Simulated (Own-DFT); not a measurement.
# What a defect does to the pressure of its cell: wurtzite GaN

Calculated, not measured: single-point runs of Own-DFT, a retired in-house plane-wave DFT program that no person has reviewed, on unrelaxed cells, without spin or spin-orbit coupling.

All runs used: PBE; PseudoDojo norm-conserving scalar-relativistic files; cutoff 42 hartree; 4 x 4 x 3 k mesh centred on Gamma; Fermi-Dirac smearing of 0.1 eV.

Limits (not all hold for every row): not probed for a lower state with spin; forces not confirmed at this smearing and k mesh; stress not checked against mesh or cutoff.

All runs share one cell, with vectors in Å (9.567, 0.000, 0.000); (-4.784, 8.285, 0.000); (0.000, 0.000, 10.370) and a volume of 822.0 Å³. Atoms were moved at random from their sites; u is the rms move along one axis. The defect's site can differ from row to row.

| cell | formula | u (Å) | P (GPa) |
|---|---|---|---|
| no defect | Ga36N36 | 0.0182 | 5.88 |
| no defect | Ga36N36 | 0.0514 | 7.76 |
| no defect | Ga36N36 | 0.0535 | 7.86 |
| one Ga on an N site | Ga37N35 | 0.0270 | ? |
| one Ga on an N site | Ga37N35 | 0.0318 | 12.25 |
| one Ga on an N site | Ga37N35 | 0.0465 | 12.75 |
| one Ga on an N site | Ga37N35 | 0.0478 | 13.29 |
| one N on a Ga site | Ga35N37 | 0.0284 | 5.48 |
| one N on a Ga site | Ga35N37 | 0.0517 | 6.69 |
| one N on a Ga site | Ga35N37 | 0.0543 | 7.01 |

## Fit

P = P0 + c u² + a shift for each defect gives P0 = 5.72 GPa, c = 741 ± 62 GPa/Å² and a scatter of 0.17 GPa. The shifts, and each times the cell's volume:

- one Ga on an N site: 5.69 ± 0.14 GPa, 29.2 eV
- one N on a Ga site: -0.92 ± 0.14 GPa, -4.7 eV

Positive is outwards. The product with the volume (160.2 GPa Å³ to the eV) is nearly free of the cell's size; divided by the bulk modulus at the cell's pressure it gives the volume that the defect adds. The atoms around the defects weren't relaxed, which would change these numbers.

## Test on the hidden row

Question: what pressure belongs in the blank (one Ga on an N site, u = 0.0270 Å)?

The fit gives 11.96 ± 0.21 GPa. The run itself gave 12.08 GPa.
